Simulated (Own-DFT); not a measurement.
# Strain and stress in wurtzite AlGaN with randomly placed atoms, 96 atoms (Al36Ga12N48)

These are calculations, not measurements. The program, named Own-DFT, is a retired in-house plane-wave density functional code that no person has reviewed. Each row is one single-point run on a periodic cell that was not relaxed, without spin or spin-orbit coupling.

Settings of every run: PBE; PseudoDojo norm-conserving scalar-relativistic files (stringent for Ga); cutoff 96 hartree; 3 x 4 x 3 k mesh centred on Gamma; Gaussian smearing of 0.01 eV.

Known limits: k mesh not checked against a denser one; stress not checked against mesh or cutoff.

Unstrained cell vectors in Å: (12.525, 0.000, 0.000); (-4.697, 8.135, 0.000); (0.000, 0.000, 10.066). The unstrained cell has measured lattice constants (interpolated for alloys), not those of this functional. That, the random moves and any unrelaxed bonds set the pressure at no strain. Each run strains this cell uniformly, with the atoms carried along. Every atom was also moved at random, by a Gaussian of width 0.05 Å on each axis. The random placing of the alloy's atoms differs from row to row. Strain is the symmetric tensor, in per cent. Stress is positive in tension, and the pressure is minus a third of its trace.

| run | e_xx (%) | e_yy (%) | e_zz (%) | s_xx (GPa) | s_yy (GPa) | s_zz (GPa) | P (GPa) | E (meV/atom) |
|---|---|---|---|---|---|---|---|---|
| 1 | -1.75 | -1.75 | 0.00 | -18.11 | -17.12 | -8.26 | 14.49 | 25.6 |
| 2 | 2.50 | 2.50 | 0.00 | 5.92 | 6.77 | -3.96 | -2.91 | 4.7 |
| 3 | -0.50 | -0.50 | 0.00 | -8.93 | -8.44 | -8.21 | 8.53 | 10.7 |
| 4 | 3.00 | 3.00 | 0.00 | 8.19 | 8.30 | -1.60 | -4.96 | 8.5 |
| 5 | 1.50 | 1.50 | 0.00 | 2.68 | 0.50 | -4.94 | 0.58 | 0.0 |
| 6 | 1.25 | 1.25 | 0.00 | -0.80 | -0.41 | -3.75 | 1.65 | 9.2 |
| 7 | 2.75 | 2.75 | 0.00 | 7.78 | 7.82 | -3.37 | -4.08 | 4.4 |
| 8 | 1.75 | 1.75 | 0.00 | 1.33 | 3.90 | -3.94 | -0.43 | 6.9 |
| 9 | 2.00 | 2.00 | 0.00 | ? | ? | ? | ? | ? |

E is the free energy for each atom above the lowest run shown.

## Worked fit

The change of volume is close to e_xx + e_yy + e_zz. A straight line through the runs shown gives P = 6.96 - 201 x (fractional change of volume) GPa, with an error of 5 on the slope and a scatter of 0.40 GPa. The strain isn't the same on all axes and the cell isn't cubic, so the slope belongs to this path and is not the bulk modulus.

## Withheld run

Question: what pressure should run 9 give? Its volume changes by 4.04 %.

The line gives -1.1 GPa. The calculation gave -1.57 GPa.
